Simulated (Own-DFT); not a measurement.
# Response to strain: zincblende InP, 96 atoms (In48P48)

These are calculations, not measurements. They come from Own-DFT, an in-house plane-wave density functional program, since retired, whose code no person has reviewed. Each row is one single-point run on a periodic cell that was not relaxed, without spin or spin-orbit coupling.

Settings of every run: PBE; PseudoDojo norm-conserving scalar-relativistic files; cutoff 36 hartree; 2 x 3 x 3 k mesh centred on Gamma; Fermi-Dirac smearing of 0.1 eV.

Known limits: forces not confirmed at this smearing and k mesh; stress not checked against mesh or cutoff.

Unstrained cell vectors in Å: (17.606, 0.000, 0.000); (0.000, 11.737, 0.000); (0.000, 0.000, 11.737). The unstrained cell has measured lattice constants (interpolated for alloys), not those of this functional. That, the random moves and any unrelaxed bonds set the pressure at no strain. Each run strains this cell uniformly, with the atoms carried along. Every atom was also moved at random, by a Gaussian of width 0.05 Å on each axis. Strain is the symmetric tensor, in per cent. Stress is positive in tension, and the pressure is minus a third of its trace.

```
run  e_xx (%)  e_yy (%)  e_zz (%)  e_yz (%)  e_xz (%)  e_xy (%)  s_xx (GPa)  s_yy (GPa)  s_zz (GPa)  s_yz (GPa)  s_xz (GPa)  s_xy (GPa)  P (GPa)  E (meV/atom)
  1     -0.33     -1.22     -1.34      1.62      1.46      1.82       -5.97       -6.29       -6.29        2.02        1.92        2.99     6.18          49.1
  2      1.52     -0.49      0.01     -0.52     -0.53      0.49       -2.45       -3.31       -3.10       -0.71       -0.97        0.46     2.95          15.1
  3      0.18     -0.75     -0.81      0.67      1.77      1.78       -4.85       -5.03       -5.14        0.59        2.49        3.15     5.01          38.1
  4     -0.41     -1.37     -1.82     -0.36     -1.03      0.80       -6.16       -6.57       -6.72       -0.45       -1.45        0.85     6.48          37.5
  5      0.25      0.32      1.62     -0.19     -1.35     -0.71       -2.33       -2.29       -1.83       -0.30       -1.93       -1.01     2.15           5.2
  6      0.97      0.54     -1.74     -1.96     -1.01     -1.14       -3.48       -3.74       -4.50       -2.77       -1.43       -1.79     3.91          18.0
  7      1.32     -0.71     -0.32      1.22     -1.57      1.63       -3.29       -3.99       -3.91        2.20       -2.91        2.60     3.73          25.7
  8      1.16     -1.49      1.19      0.31      1.61      1.99       -2.95       -3.93       -2.84        0.18        2.37        2.94     3.24          20.3
  9     -0.34     -0.27      1.14     -1.12     -0.43     -0.12       -3.51       -3.44       -2.97       -2.03       -0.47       -0.26     3.30          11.4
 10     -1.67     -0.03     -1.88     -0.83     -1.56     -1.79       -6.89       -6.23       -7.04       -1.35       -2.42       -2.58     6.72          50.3
 11      0.23      1.41     -1.96      1.87      1.79     -1.94       -4.23       -3.70       -4.91        3.02        2.84       -3.07     4.28          41.6
 12      0.42      1.94      0.50     -0.29      1.45      1.73       -1.84       -1.23       -1.82       -0.40        1.52        2.08     1.63           0.0
 13      0.70      0.72      1.49     -1.82      1.01      0.61       -1.75       -1.80       -1.59       -2.27        1.30        0.88     1.71           6.1
 14      0.02     -0.75      1.63     -1.84      1.18      0.24       -3.18       -3.44       -2.58       -2.36        1.47        0.35     3.07          14.1
 15     -0.50      1.19     -0.01      1.22     -1.59     -0.37       -3.59       -3.00       -3.47        1.71       -2.56       -0.49     3.35          18.5
 16     -1.13      1.42     -1.39     -1.94      0.90      1.66           ?           ?           ?           ?           ?           ?        ?             ?
```

E is the free energy for each atom above the lowest run shown.

## Worked fit

Each stress component was fitted by least squares to a constant and the strains of the runs shown, as fractions, with shears doubled. Shear strains stay in the fit of a normal stress only where such slopes are resolved. The slopes, in GPa:

```
stress  at no strain  per e_xx  per e_yy  per e_zz  scatter
  s_xx          -3.9   103 ± 5    63 ± 4    67 ± 3     0.15
  s_yy          -3.8    63 ± 3   100 ± 3    67 ± 2     0.10
  s_zz          -3.9    67 ± 4    62 ± 3   103 ± 2     0.12
```

Each shear stress against twice its own strain: yz 72 ± 4, xz 77 ± 2, xy 74 ± 4 GPa. These are stiffnesses along x, y and z of the frame in which the cell vectors are given, which need not be the crystal's axes. The atoms are held to the strained lattice; where symmetry lets them move under strain, relaxing them would lower some slopes. The table should be nearly symmetric about its diagonal, and what it lacks of that shows the noise. A ninth of its sum, 77 ± 1 GPa, estimates the bulk modulus near the mean pressure of these runs, 3.8 GPa, so it lies above the value at zero pressure.

## Withheld run

Question: what normal stresses and pressure should run 16 give?

The fit gives s_xx = -5.0, s_yy = -4.1, s_zz = -5.2 and P = 4.8 GPa. The calculation gave -4.94, -4.08, -5.11 and P = 4.71 GPa.
